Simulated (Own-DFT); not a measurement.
## Calculated data, AlGa3N4 (wurtzite random alloy, strained, atoms displaced)

All values are calculated (Own-DFT development build). A calculation, not a measurement: plane-wave PBE density functional theory by an unreviewed code, no spin, of a simulated periodic cell, stress positive in tension, free energy of the whole cell less one offset for each atom, forces on such cells passed a denser k mesh, this cell's mesh not checked; offsets are fitted by least squares, one for each functional and potential file, so energies compare only between cells with the same atoms and settings and are not formation energies; the far tail of each file's local potential was reset to the Coulomb form; each entry is a single point on an unrelaxed cell, so the pressure reflects the starting lattice, mostly measured values, from which strain is counted, and rises with the displacements; printed positions are rounded, which can move forces by about a meV/angstrom; the program is a retired in-house code; no spin-orbit coupling.

Settings shared by all entries: functional PBE; potential files PseudoDojo norm-conserving, scalar-relativistic, standard set with the stringent files for Ga; wave cutoff 96 hartree; occupations Gaussian; smearing width 0.01 eV; k mesh 4 x 4 x 3 centred on Gamma.

(1) AlGa3N4 (wurtzite random alloy, strained, atoms displaced)

```
CELL_PARAMETERS angstrom
9.55680 0.00000 0.00000
-4.77840 8.27640 0.00000
0.00000 0.00000 10.26850
ATOMIC_POSITIONS crystal
Ga 0.10800 0.22430 0.00998
Ga 0.22969 0.11575 0.25105
N 0.11012 0.22971 0.19206
N 0.21174 0.11168 0.43463
Al 0.11167 0.21659 0.50501
Al 0.21983 0.11613 0.75393
N 0.11401 0.22430 0.68247
N 0.22315 0.11539 0.93940
Ga 0.10850 0.56099 0.99745
Al 0.22848 0.45891 0.24593
N 0.11145 0.55266 0.17837
N 0.21705 0.44726 0.44184
Al 0.11159 0.56148 0.50260
Ga 0.22432 0.44041 0.74516
N 0.11081 0.55101 0.69459
N 0.21958 0.44576 0.93587
Ga 0.10406 0.88900 0.00738
Al 0.23273 0.77673 0.25639
N 0.10701 0.88354 0.18584
N 0.22342 0.77396 0.43740
Ga 0.10177 0.88386 0.50400
Ga 0.22447 0.77762 0.74896
N 0.10773 0.89557 0.69035
N 0.22313 0.77420 0.92925
Ga 0.44158 0.21363 0.00418
Al 0.55623 0.10166 0.24949
N 0.44501 0.21804 0.19246
N 0.55381 0.10572 0.43839
Ga 0.45179 0.23172 0.50065
Ga 0.55918 0.11546 0.74282
N 0.44541 0.22176 0.69033
N 0.55705 0.10677 0.93834
Ga 0.43607 0.56145 0.00262
Ga 0.55822 0.44315 0.25237
N 0.44186 0.54381 0.18873
N 0.55630 0.44337 0.43781
Ga 0.44362 0.55690 0.49619
Ga 0.54858 0.43133 0.75280
N 0.44169 0.55023 0.68675
N 0.55362 0.44595 0.93603
Ga 0.44956 0.88488 0.99683
Ga 0.55499 0.77566 0.24330
N 0.44971 0.88310 0.19358
N 0.54518 0.77650 0.43527
Al 0.44753 0.89060 0.50610
Ga 0.55896 0.77777 0.74766
N 0.44315 0.88508 0.69161
N 0.55413 0.77129 0.93657
Ga 0.77718 0.23168 0.99781
Al 0.89078 0.11255 0.24979
N 0.78065 0.23144 0.19087
N 0.88064 0.10200 0.43241
Ga 0.77515 0.21926 0.50112
Ga 0.89277 0.11749 0.74504
N 0.77843 0.21865 0.69322
N 0.87891 0.10799 0.92924
Ga 0.76975 0.54335 0.99895
Ga 0.89639 0.45220 0.25349
N 0.77980 0.56152 0.18795
N 0.88038 0.43968 0.43730
Ga 0.78473 0.56207 0.49554
Ga 0.89600 0.44263 0.75216
N 0.76761 0.54956 0.69516
N 0.89672 0.44243 0.94514
Ga 0.77654 0.88089 0.00451
Ga 0.88423 0.77303 0.24889
N 0.76925 0.88143 0.19116
N 0.87538 0.76472 0.44048
Al 0.77003 0.87718 0.49562
Ga 0.89000 0.77711 0.75362
N 0.77771 0.90176 0.68755
N 0.89677 0.77902 0.94006
```

```
free energy of cell above offsets : -10.603 eV
pressure                          : 4.55 GPa
stress xx                         : -2.91 GPa
stress yy                         : -3.71 GPa
stress zz                         : -7.04 GPa
stress yz                         : 0.62 GPa
stress xz                         : 0.43 GPa
stress xy                         : -0.71 GPa
```

Force:
```csv
element,x (eV/Å),y (eV/Å),z (eV/Å)
Ga,-0.401,-0.027,-1.894
Ga,-1.376,-0.677,-0.395
N,0.089,-0.13,1.024
N,1.188,-0.341,1.292
Al,-1.512,0.873,-2.102
Al,0.498,-0.448,-0.26
N,0.636,-0.816,0.668
N,-0.367,-0.424,-0.31
Ga,1.456,0.078,-0.674
Al,-0.191,-1.941,1.061
N,0.674,1.676,2.634
N,-0.307,-0.658,-0.845
Al,0.225,-1.329,0.106
Ga,-0.2,0.565,0.799
N,-0.138,0.822,-2.038
N,-0.056,-0.4,0.255
Ga,1.801,0.462,-1.808
Al,-1.367,-0.199,-1.469
N,1.316,0.219,2.423
N,-0.247,0.459,0.804
Ga,0.504,0.76,-0.837
Ga,-0.719,0.095,-0.538
N,0.917,0.204,0.162
N,-0.32,1.19,2.104
Ga,-0.095,0.813,-0.635
Al,0.045,1.323,0.196
N,1.347,-0.329,0.099
N,-0.582,-0.336,-0.087
Ga,-0.47,-1.717,-0.26
Ga,-0.107,-1.114,1.281
N,-1.259,-1.488,-0.408
N,-0.642,0.364,-0.184
Ga,1.13,-1.729,-0.72
Ga,0.247,-0.337,-0.581
N,-0.911,1.04,0.361
N,-0.135,0.843,0.165
Ga,-0.332,-0.427,0.344
Ga,-0.421,1.903,-0.155
N,0.656,0.581,-0.081
N,-0.28,-0.775,1.364
Ga,-1.013,0.189,-0.069
Ga,0.406,-1.406,1.44
N,-2.122,0.973,-0.89
N,1.185,0.618,0.689
Al,-0.412,-0.333,-0.665
Ga,0.025,-0.535,0.007
N,0.059,0.688,-1.261
N,0.394,0.793,0.264
Ga,0.97,-2.109,0.797
Al,-0.574,0.19,-0.243
N,0.095,-1.816,0.253
N,1.075,-0.084,0.999
Ga,0.51,-0.234,-0.391
Ga,0.58,-0.571,0.6
N,-0.572,1.242,-1.204
N,0.955,0.06,2.129
Ga,0.272,1.157,-0.215
Ga,-0.37,-0.527,-0.937
N,0.203,-1.42,-0.053
N,1.651,1.057,1.121
Ga,-0.709,-3.061,2.09
Ga,-1.548,0.115,0.165
N,1.557,0.616,-0.87
N,-1.969,0.728,-1.464
Ga,-0.201,0.931,-1.313
Ga,0.312,0.965,0.155
N,1.199,1.914,0.005
N,0.027,3.173,-0.719
Al,-0.893,1.279,0.443
Ga,-1.035,-0.12,-0.407
N,1.065,-1.99,-1.432
N,-1.419,-1.109,0.112
```

(2) AlGa3N4 (wurtzite random alloy, strained, atoms displaced)

```
CELL_PARAMETERS angstrom
9.55680 0.00000 0.00000
-4.77840 8.27640 0.00000
0.00000 0.00000 10.26850
ATOMIC_POSITIONS crystal
Al 0.10869 0.21391 0.99759
Ga 0.21869 0.10886 0.25556
N 0.10644 0.22373 0.19559
N 0.22158 0.11230 0.43216
Ga 0.10505 0.22406 0.50129
Ga 0.22610 0.10705 0.74069
N 0.10988 0.21848 0.68659
N 0.20706 0.09961 0.93791
Ga 0.10443 0.54658 0.00221
Ga 0.21344 0.43883 0.24982
N 0.10934 0.56061 0.19496
N 0.22249 0.43635 0.43318
Ga 0.12564 0.56015 0.49902
Ga 0.22930 0.45192 0.76144
N 0.09965 0.55232 0.69346
N 0.22536 0.44704 0.93885
Ga 0.11121 0.88537 0.99459
Al 0.21852 0.78555 0.25089
N 0.11415 0.89829 0.18156
N 0.22004 0.77251 0.44101
Ga 0.11407 0.89073 0.50653
Al 0.22856 0.76904 0.74481
N 0.12207 0.89559 0.68185
N 0.22291 0.77293 0.93418
Ga 0.44523 0.21985 0.00240
Al 0.56228 0.10673 0.24479
N 0.44043 0.21658 0.19424
N 0.54996 0.11111 0.43954
Ga 0.44953 0.22619 0.49322
Ga 0.56928 0.10650 0.74953
N 0.44431 0.22198 0.68363
N 0.56409 0.11820 0.93883
Al 0.43946 0.54779 0.99708
Ga 0.55035 0.43746 0.24976
N 0.44683 0.55290 0.18667
N 0.55123 0.44376 0.44470
Al 0.43840 0.55253 0.50576
Ga 0.55877 0.43428 0.74829
N 0.44743 0.54837 0.69007
N 0.55757 0.44980 0.92988
Ga 0.45117 0.88935 0.99729
Al 0.55630 0.77396 0.24373
N 0.44734 0.89653 0.18508
N 0.55997 0.78183 0.42890
Al 0.44679 0.88609 0.50337
Ga 0.55518 0.77420 0.74769
N 0.44877 0.88897 0.68363
N 0.54877 0.77635 0.93318
Ga 0.77939 0.21933 0.00152
Ga 0.88528 0.11619 0.24147
N 0.77924 0.22113 0.19278
N 0.88656 0.11692 0.43748
Ga 0.77482 0.23173 0.50368
Ga 0.89110 0.11544 0.75835
N 0.79011 0.23250 0.68740
N 0.88234 0.10872 0.94006
Ga 0.77566 0.55941 0.99874
Ga 0.88894 0.44424 0.24688
N 0.77259 0.55562 0.18524
N 0.88540 0.44023 0.44373
Ga 0.78213 0.56047 0.50081
Ga 0.88993 0.44982 0.74871
N 0.77242 0.54872 0.68920
N 0.89872 0.44257 0.93807
Ga 0.77799 0.88641 0.99590
Al 0.88915 0.78139 0.25288
N 0.79452 0.90659 0.18591
N 0.89017 0.77959 0.43123
Ga 0.77121 0.88307 0.49375
Ga 0.89350 0.78568 0.74846
N 0.78685 0.89575 0.68203
N 0.88714 0.77773 0.92815
```

```
free energy of cell above offsets : -10.067 eV
pressure                          : 4.78 GPa
stress xx                         : -2.55 GPa
stress yy                         : -4.04 GPa
stress zz                         : -7.75 GPa
stress yz                         : -0.46 GPa
stress xz                         : 0.09 GPa
stress xy                         : 0.14 GPa
```

Force:
```csv
element,x (eV/Å),y (eV/Å),z (eV/Å)
Al,-0.432,0.649,0.772
Ga,-0.365,0.505,-1.649
N,0.866,-0.257,-2.651
N,-0.069,-0.249,2.482
Ga,0.263,-1.125,-0.412
Ga,-0.608,1.287,1.09
N,0.135,0.937,1.208
N,0.903,1.865,-0.516
Ga,1.062,1.724,0.504
Ga,0.697,1.109,-0.485
N,0.468,0.793,-0.506
N,0.402,1.825,1.549
Ga,-1.477,-1.782,0.302
Ga,-0.491,-1.278,-2.622
N,2.985,1.534,-0.999
N,0.429,-1.556,2.147
Ga,0.191,-0.646,0.09
Al,0.751,-0.159,-0.348
N,-0.117,-2.231,1.318
N,0.899,1.705,-0.879
Ga,-0.329,0.25,-2.724
Al,-1.28,1.032,0.623
N,0.471,-2.346,2.318
N,0.181,0.183,-0.567
Ga,-0.829,0.149,-0.299
Al,-1.39,0.686,1.356
N,1.258,-0.199,-0.718
N,1.278,-1.456,-0.993
Ga,-1.019,-0.731,0.581
Ga,-1.474,1.134,-0.398
N,1.209,-0.963,0.416
N,-0.576,-0.856,-0.223
Al,0.495,0.911,0.346
Ga,0.127,0.469,0.694
N,-0.819,0.822,-0.905
N,-0.218,1.533,-0.719
Al,0.839,-0.085,-1.275
Ga,-0.797,0.264,-0.534
N,-0.97,0.83,-0.735
N,-0.633,-0.705,1.98
Ga,-1.578,0.202,0.129
Al,-0.111,0.677,-0.168
N,0.338,-1.518,0.995
N,-1.752,-1.578,0.73
Al,-0.233,0.842,-1.906
Ga,1.074,0.108,-0.538
N,-0.435,-0.958,0.32
N,1.488,-1.189,0.907
Ga,-0.406,1.101,0.251
Ga,1.376,0.097,2.519
N,-1.974,0.715,-1.122
N,-0.314,-0.702,-0.208
Ga,0.788,-1.946,-0.787
Ga,0.487,-0.017,-2.143
N,-0.544,-1.149,0.959
N,1.68,0.302,0.705
Ga,0.752,-0.543,-0.498
Ga,-0.763,0.241,1.123
N,0.466,0.981,0.767
N,0.496,2.075,-1.202
Ga,-0.322,-0.539,-0.38
Ga,-0.602,-0.686,0.725
N,0.534,1.781,-0.227
N,-2.363,-0.451,0.142
Ga,-0.333,-0.193,0.32
Al,0.307,0.181,-1.652
N,-0.841,-3.782,-0.089
N,0.346,-0.089,0.75
Ga,0.811,1.884,0.064
Ga,0.34,-0.769,-1.544
N,-0.991,-0.547,0.762
N,0.263,-0.098,1.68
```

(3) AlGa3N4 (wurtzite random alloy, strained, atoms displaced)

```
CELL_PARAMETERS angstrom
9.55680 0.00000 0.00000
-4.77840 8.27640 0.00000
0.00000 0.00000 10.26850
ATOMIC_POSITIONS crystal
Al 0.10354 0.21437 0.00021
Ga 0.22348 0.11761 0.25729
N 0.11516 0.22785 0.19206
N 0.21126 0.10950 0.43632
Ga 0.10950 0.21573 0.50080
Al 0.23146 0.11693 0.74926
N 0.11567 0.22445 0.68609
N 0.23168 0.11923 0.94350
Ga 0.11178 0.56136 0.00459
Ga 0.22839 0.44423 0.25376
N 0.11032 0.55769 0.19264
N 0.21978 0.43746 0.43469
Ga 0.12045 0.55737 0.50954
Ga 0.22632 0.46059 0.76292
N 0.11807 0.56046 0.69275
N 0.22976 0.45405 0.94502
Ga 0.11040 0.88079 0.99740
Al 0.21349 0.77247 0.25122
N 0.10468 0.89462 0.19262
N 0.23085 0.79299 0.43089
Ga 0.11226 0.88703 0.49939
Ga 0.22637 0.77975 0.74963
N 0.11612 0.89442 0.69411
N 0.22139 0.77835 0.93891
Ga 0.44539 0.21223 0.00133
Al 0.55493 0.11991 0.25042
N 0.43780 0.22118 0.18657
N 0.55465 0.10606 0.43829
Al 0.44462 0.22342 0.49237
Ga 0.55022 0.10015 0.73931
N 0.44294 0.22353 0.69405
N 0.55775 0.11530 0.93407
Al 0.43326 0.55954 0.99557
Ga 0.55796 0.44053 0.24715
N 0.44601 0.56320 0.18986
N 0.55389 0.44196 0.43583
Ga 0.44521 0.56654 0.49782
Ga 0.56677 0.44877 0.74775
N 0.44532 0.56307 0.69232
N 0.56212 0.43613 0.93345
Ga 0.44682 0.89399 0.99766
Ga 0.55437 0.77837 0.24614
N 0.44355 0.88195 0.18059
N 0.56114 0.77700 0.43132
Al 0.44288 0.88505 0.49665
Ga 0.55345 0.78000 0.75400
N 0.45080 0.90013 0.69165
N 0.56583 0.79052 0.94056
Ga 0.78104 0.22063 0.00746
Al 0.89008 0.10679 0.25284
N 0.77457 0.21814 0.18001
N 0.89095 0.11936 0.44108
Ga 0.76945 0.21910 0.49110
Ga 0.88986 0.12087 0.74845
N 0.77706 0.23278 0.68669
N 0.90318 0.12101 0.93541
Al 0.77842 0.55342 0.00177
Ga 0.88793 0.44606 0.25656
N 0.77362 0.56508 0.17852
N 0.88346 0.43431 0.44048
Ga 0.78138 0.55485 0.50425
Ga 0.88664 0.45088 0.74550
N 0.77503 0.55552 0.69628
N 0.89198 0.44550 0.93580
Ga 0.78207 0.88796 0.98874
Ga 0.88204 0.77090 0.25105
N 0.77321 0.88928 0.19325
N 0.88770 0.77988 0.44137
Ga 0.78214 0.88565 0.49427
Ga 0.88434 0.76880 0.75167
N 0.77846 0.88849 0.69393
N 0.88426 0.77147 0.93887
```

```
free energy of cell above offsets : -8.969 eV
pressure                          : 5.25 GPa
stress xx                         : -4.16 GPa
stress yy                         : -4.45 GPa
stress zz                         : -7.14 GPa
stress yz                         : -0.96 GPa
stress xz                         : 0.19 GPa
stress xy                         : -0.78 GPa
```

Force:
```csv
element,x (eV/Å),y (eV/Å),z (eV/Å)
Al,2.35,1.551,0.78
Ga,-0.478,-0.863,-1.977
N,-1.298,-1.114,-1.09
N,2.68,-0.003,1.383
Ga,-0.974,1.24,0.661
Al,-1.285,-0.027,0.841
N,0.265,0.34,1.418
N,-1.899,-1.201,-1.212
Ga,-0.19,-0.788,-0.088
Ga,-0.712,0.534,-1.22
N,-0.216,0.168,0.468
N,-0.1,1.155,1.695
Ga,-0.325,-0.437,-1.925
Ga,1.343,-2.211,-1.406
N,-1.208,0.216,-0.319
N,-1.384,-1.714,0.36
Ga,-1.22,1.753,0.767
Al,0.486,1.348,-1.37
N,1.547,-1.127,-0.166
N,0.794,-1.613,1.114
Ga,-0.57,0.624,0.657
Ga,-0.603,0.836,0.336
N,-0.153,-0.158,-0.538
N,0.907,-0.132,-0.4
Ga,-0.484,1.581,-0.82
Al,0.587,-1.721,-0.945
N,1.615,-0.272,1.324
N,-1.897,-0.292,-0.853
Al,-0.547,-0.314,1.395
Ga,-0.155,4.979,2.117
N,0.315,-0.115,-2.481
N,1.249,-0.875,-0.044
Al,3.659,0.754,1.351
Ga,-1.224,1.055,-0.44
N,0.549,-1.476,-1.484
N,0.272,-0.145,0.829
Ga,0.531,-1.725,0.485
Ga,-2.725,-1.563,0.993
N,0.32,-0.441,-0.528
N,-1.166,1.592,1.583
Ga,0.119,0.309,-0.096
Ga,-0.021,0.354,-0.457
N,-2.118,1.454,2.069
N,-1.59,1.169,1.457
Al,0.76,0.543,0.015
Ga,0.923,0.566,-0.455
N,-0.044,-4.459,-2.797
N,-1.12,-2.121,-0.12
Ga,-0.345,0.368,-3.611
Al,-0.251,0.535,-0.434
N,-0.168,-0.032,4.511
N,0.065,-1.391,-1.264
Ga,1.163,-0.344,1.865
Ga,0.595,-0.302,-0.744
N,0.354,-0.945,-0.59
N,-1.202,-0.98,0.455
Al,-0.323,-0.516,-1.668
Ga,0.067,-0.103,-1.708
N,1.266,-1.781,1.265
N,0.233,2.332,0.38
Ga,-0.797,-0.133,-0.478
Ga,1.222,-0.962,1.315
N,1.236,0.73,-2.387
N,-0.47,0.452,0.77
Ga,0.093,1.019,1.695
Ga,-0.268,1.668,-0.283
N,1.115,1.043,-0.741
N,1.591,-1.384,-0.214
Ga,-1.53,1.401,1.52
Ga,0.056,2.338,0.04
N,-0.164,0.292,-0.821
N,0.896,-0.516,0.263
```

(4) AlGa3N4 (wurtzite random alloy, strained, atoms displaced)

```
CELL_PARAMETERS angstrom
9.55680 0.00000 0.00000
-4.77840 8.27640 0.00000
0.00000 0.00000 10.26850
ATOMIC_POSITIONS crystal
Ga 0.11252 0.22290 0.00014
Ga 0.22153 0.10869 0.25161
N 0.10635 0.22541 0.19550
N 0.22483 0.11738 0.43798
Ga 0.10639 0.21424 0.50362
Ga 0.22431 0.11257 0.75785
N 0.10983 0.21688 0.69055
N 0.22255 0.11767 0.93713
Ga 0.11136 0.55194 0.99624
Ga 0.22519 0.44075 0.25161
N 0.11820 0.55730 0.18593
N 0.21753 0.44531 0.44290
Ga 0.11978 0.56438 0.50402
Al 0.21710 0.43964 0.74532
N 0.11513 0.55942 0.68870
N 0.21958 0.43990 0.93798
Ga 0.09966 0.89173 0.99282
Ga 0.22382 0.77925 0.26125
N 0.10320 0.88394 0.19452
N 0.21843 0.77781 0.43390
Ga 0.09904 0.87928 0.49693
Ga 0.21188 0.78119 0.75114
N 0.11945 0.88590 0.69734
N 0.21735 0.77199 0.94162
Al 0.44715 0.22710 0.99479
Ga 0.54977 0.10158 0.25026
N 0.44224 0.21823 0.18890
N 0.56119 0.10990 0.44788
Al 0.44513 0.23035 0.49590
Ga 0.55559 0.10838 0.76249
N 0.44650 0.22304 0.69153
N 0.55324 0.10932 0.93168
Ga 0.44160 0.55347 0.99407
Ga 0.55393 0.44814 0.26000
N 0.45209 0.55746 0.19558
N 0.55101 0.43982 0.43842
Ga 0.43919 0.56004 0.48576
Al 0.54255 0.44113 0.74506
N 0.44126 0.55179 0.68723
N 0.56290 0.44939 0.94685
Al 0.43616 0.87959 0.99974
Ga 0.55954 0.77511 0.24713
N 0.45116 0.90359 0.18963
N 0.55740 0.77560 0.44524
Ga 0.45457 0.89528 0.49932
Ga 0.56045 0.77879 0.74209
N 0.44756 0.88624 0.68510
N 0.56766 0.78387 0.94981
Ga 0.78286 0.22198 0.99872
Ga 0.88276 0.10333 0.24510
N 0.77556 0.22005 0.19585
N 0.88787 0.11437 0.44584
Ga 0.78622 0.21906 0.50624
Al 0.88945 0.11164 0.74567
N 0.77763 0.22562 0.68808
N 0.88130 0.10720 0.94142
Ga 0.78400 0.55562 0.01395
Al 0.89044 0.43775 0.24552
N 0.78034 0.55488 0.18822
N 0.89046 0.44070 0.43301
Ga 0.78170 0.56110 0.50151
Al 0.88949 0.44744 0.75592
N 0.78791 0.56265 0.69181
N 0.89619 0.45070 0.93091
Ga 0.78121 0.88006 0.00359
Al 0.90027 0.78625 0.25206
N 0.77812 0.88903 0.18492
N 0.89349 0.77909 0.43721
Ga 0.78525 0.89483 0.51290
Ga 0.88772 0.77357 0.74905
N 0.77219 0.89383 0.68332
N 0.89688 0.78439 0.94209
```

```
free energy of cell above offsets : -8.383 eV
pressure                          : 5.88 GPa
stress xx                         : -4.23 GPa
stress yy                         : -4.84 GPa
stress zz                         : -8.57 GPa
stress yz                         : -0.48 GPa
stress xz                         : -0.13 GPa
stress xy                         : 0.16 GPa
```

Force:
```csv
element,x (eV/Å),y (eV/Å),z (eV/Å)
Ga,-1.112,-0.226,0.684
Ga,-0.215,0.274,-0.57
N,0.948,-1.056,-1.076
N,0.677,-0.784,0.926
Ga,0.225,1.152,-0.583
Ga,0.367,-0.072,-2.06
N,-0.852,0.435,0.704
N,1.187,-0.189,1.659
Ga,0.104,0.41,0.79
Ga,-0.807,0.921,0.132
N,-0.831,-0.479,0.542
N,0.409,-0.704,-0.374
Ga,-1.199,-1.068,-0.679
Al,0.245,0.683,0.171
N,-0.392,-1.201,1.17
N,0.302,0.313,-1.34
Ga,3.763,0.933,2.085
Ga,0.133,-0.274,-3.827
N,0.967,0.888,-1.075
N,0.675,0.676,3.004
Ga,2.42,2.154,1.159
Ga,4.762,-1.964,1.022
N,-4.309,2.212,-2.211
N,0.336,1.409,-0.025
Al,0.36,-0.344,1.029
Ga,0.026,3.485,1.609
N,-0.137,0.684,-0.859
N,-1.488,1.437,-1.113
Al,1.027,-1.959,1.15
Ga,0.134,-0.039,-4.79
N,-0.383,0.601,-0.782
N,-0.636,-0.317,4.848
Ga,0.618,0.5,0.887
Ga,1.56,-1.118,-2.347
N,-1.244,-0.422,-1.054
N,0.297,0.905,1.643
Ga,0.695,-1.225,1.901
Al,1.818,0.389,0.912
N,-0.365,-0.346,0.188
N,-0.329,-0.935,-1.81
Al,0.527,1.071,0.17
Ga,-0.869,1.114,0.582
N,0.139,-4.466,-1.59
N,0.561,1.318,-1.383
Ga,-0.943,-0.674,0.311
Ga,-1.471,-0.925,1.507
N,-0.923,0.189,1.213
N,-2.371,-0.921,-1.483
Ga,-1.266,0.164,0.534
Ga,-0.1,1.042,1.188
N,0.056,0.562,-1.256
N,1.589,-1.591,-1.411
Ga,-2.294,1.558,-0.735
Al,-0.705,0.386,1.076
N,1.091,0.401,2.069
N,1.669,-0.174,-1.516
Ga,-0.294,0.022,-2.865
Al,0.016,0.895,0.867
N,0.601,0.65,3.109
N,-0.233,0.756,0.242
Ga,0.598,-1.557,-0.377
Al,0.345,-0.327,-2.289
N,-1.223,-1.912,-0.142
N,-0.743,-0.849,1.571
Ga,-0.792,1.429,-0.639
Al,-1.828,-1.664,-0.21
N,1.439,-0.958,1.807
N,-2.07,-0.239,-0.567
Ga,-0.396,-0.554,-4.22
Ga,-0.172,1.263,0.68
N,2.111,0.526,3.611
N,-1.808,-2.276,-1.495
```
